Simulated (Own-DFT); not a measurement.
# One cell, two functionals

All numbers below are calculated, not measured. They come from Own-DFT, an in-house plane-wave density functional program, since retired, whose code no person has reviewed. Each row is one single-point run on a periodic cell that was not relaxed, without spin or spin-orbit coupling.

Known limits, some of them of some rows only: hafnium file: forces about 75 meV/angstrom off all-electron values; oxygen file: force components 24 meV/angstrom off all-electron in a glass; forces on such cells failed a check on a denser k mesh; forces on such cells moved up to 12 meV/angstrom on a denser k mesh; forces on such cells passed a denser k mesh, each cell not checked; stress not checked against mesh or cutoff.

Each cell was run twice at the same cutoff, k mesh and smearing, with PBE and with PBEsol, on PseudoDojo norm-conserving files made for PBE. Atoms were moved at random from their sites; u is the rms move along one axis. Files made for PBEsol would give a somewhat different change.

| cell | atoms | volume (Å³/atom) | u (Å) | cutoff (hartree) | P with PBE (GPa) | P with PBEsol (GPa) | change (GPa) |
|---|---|---|---|---|---|---|---|
| D0_22 TiAl3 with two Al on a Ti site each (Al32Ti8) | 40 | 15.63 | 0.078 | 42 | 4.40 | 2.71 | -1.69 |
| D0_22 TiAl3 with two Al on a Ti site each (Al32Ti8) | 40 | 15.63 | 0.086 | 42 | 4.98 | 3.29 | -1.69 |
| D0_22 TiAl3 with two Al on a Ti site each (Al32Ti8) | 40 | 15.63 | 0.080 | 42 | 4.43 | 2.74 | -1.70 |
| L1_0 TiAl with two Al vacancies (Al14Ti16) | 30 | 17.13 | 0.050 | 42 | -0.07 | -2.77 | -2.70 |
| L1_0 TiAl with two Al vacancies (Al14Ti16) | 30 | 17.13 | 0.026 | 42 | -0.69 | -3.40 | -2.70 |
| L1_0 TiAl with two Al vacancies (Al14Ti16) | 30 | 17.13 | 0.050 | 42 | -0.07 | -2.77 | -2.70 |
| beta-Si3N4 (N64Si48) | 112 | 10.46 | 0.052 | 42 | 7.69 | 5.30 | -2.40 |
| beta-Si3N4 (N24Si18) | 42 | 10.62 | 0.050 | 42 | 4.46 | 2.10 | -2.37 |
| beta-Si3N4 (N64Si48) | 112 | 10.41 | 0.051 | 42 | 8.03 | ? | ? |
| monoclinic HfO2 (Hf32O64) | 96 | 11.52 | 0.052 | 72 | 7.05 | 0.58 | -6.47 |
| monoclinic HfO2 (Hf32O64) | 96 | 11.52 | 0.085 | 72 | 9.01 | 2.52 | -6.48 |
| monoclinic HfO2 (Hf32O64) | 96 | 11.52 | 0.021 | 72 | 4.14 | -2.31 | -6.46 |

## Worked reading

Mean change of pressure by composition, in GPa: HfO2, -6.47; Al7Ti8, -2.70; N4Si3, -2.38; Al4Ti, -1.69. At a fixed cell PBEsol gives the lower pressure, because it favours a smaller volume than PBE. Here the change varies more between materials than between cells of one material.

## Withheld value

Question: what PBEsol pressure should the N64Si48 cell with the blank give?

Adding the mean change of the cells with its composition, -2.38 GPa, to 8.03 gives 5.6 GPa. The calculation gave 5.62 GPa.
